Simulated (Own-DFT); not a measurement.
# How strain changes the stress of diamond-structure GeSn with randomly placed atoms, 64 atoms (Ge56Sn8)

These are calculations, not measurements. The program, named Own-DFT, is a retired in-house plane-wave density functional code that no person has reviewed. Each row is one single-point run on a periodic cell that was not relaxed, without spin or spin-orbit coupling.

Settings of every run: PBE; PseudoDojo norm-conserving scalar-relativistic files; cutoff 49 hartree; 3 x 3 x 3 k mesh centred on Gamma; Fermi-Dirac smearing of 0.1 eV.

Known limits: forces on such cells moved up to 12 meV/angstrom on a denser k mesh; stress not checked against mesh or cutoff.

Unstrained cell vectors in Å: (11.524, 0.000, 0.000); (0.000, 11.524, 0.000); (0.000, 0.000, 11.524). The unstrained cell has measured lattice constants (interpolated for alloys), not those of this functional. That, the random moves and any unrelaxed bonds set the pressure at no strain. Each run strains this cell uniformly, with the atoms carried along. Every atom was also moved at random, by a Gaussian of width 0.05 Å on each axis. The random placing of the alloy's atoms differs from row to row. Strain is the symmetric tensor, in per cent. Stress is positive in tension, and the pressure is minus a third of its trace.

| run | e_xx (%) | e_yy (%) | e_zz (%) | s_xx (GPa) | s_yy (GPa) | s_zz (GPa) | P (GPa) | E (meV/atom) |
|---|---|---|---|---|---|---|---|---|
| 1 | -1.75 | -1.75 | 0.00 | -8.53 | -8.50 | -7.45 | 8.16 | 74.3 |
| 2 | 1.25 | 1.25 | 0.00 | -3.20 | -3.27 | -3.93 | 3.46 | 22.9 |
| 3 | 2.50 | 2.50 | 0.00 | -1.37 | -1.29 | -2.53 | 1.73 | 3.8 |
| 4 | -2.25 | -2.25 | 0.00 | -9.58 | -9.48 | -8.33 | 9.13 | 93.6 |
| 5 | 3.00 | 3.00 | 0.00 | -0.74 | -0.52 | -2.15 | 1.13 | 0.0 |
| 6 | 1.75 | 1.75 | 0.00 | -2.58 | -2.61 | -3.62 | 2.94 | 28.1 |
| 7 | 1.50 | 1.50 | 0.00 | -2.89 | -2.95 | -3.60 | 3.15 | 22.0 |
| 8 | -0.25 | -0.25 | 0.00 | -5.79 | -5.74 | -5.49 | 5.67 | 46.0 |
| 9 | -2.00 | -2.00 | 0.00 | ? | ? | ? | ? | ? |

E is the free energy for each atom above the lowest run shown.

## Worked fit

The change of volume is close to e_xx + e_yy + e_zz. A straight line through the runs shown gives P = 5.54 - 76 x (fractional change of volume) GPa, with an error of 2 on the slope and a scatter of 0.18 GPa. The strain isn't the same on all axes, but the crystal is cubic, so the slope still estimates the bulk modulus, averaged over pressures from 1.1 to 9.1 GPa.

## Withheld run

Question: what pressure should run 9 give? Its volume changes by -3.96 %.

The line gives 8.5 GPa. The calculation gave 8.40 GPa.
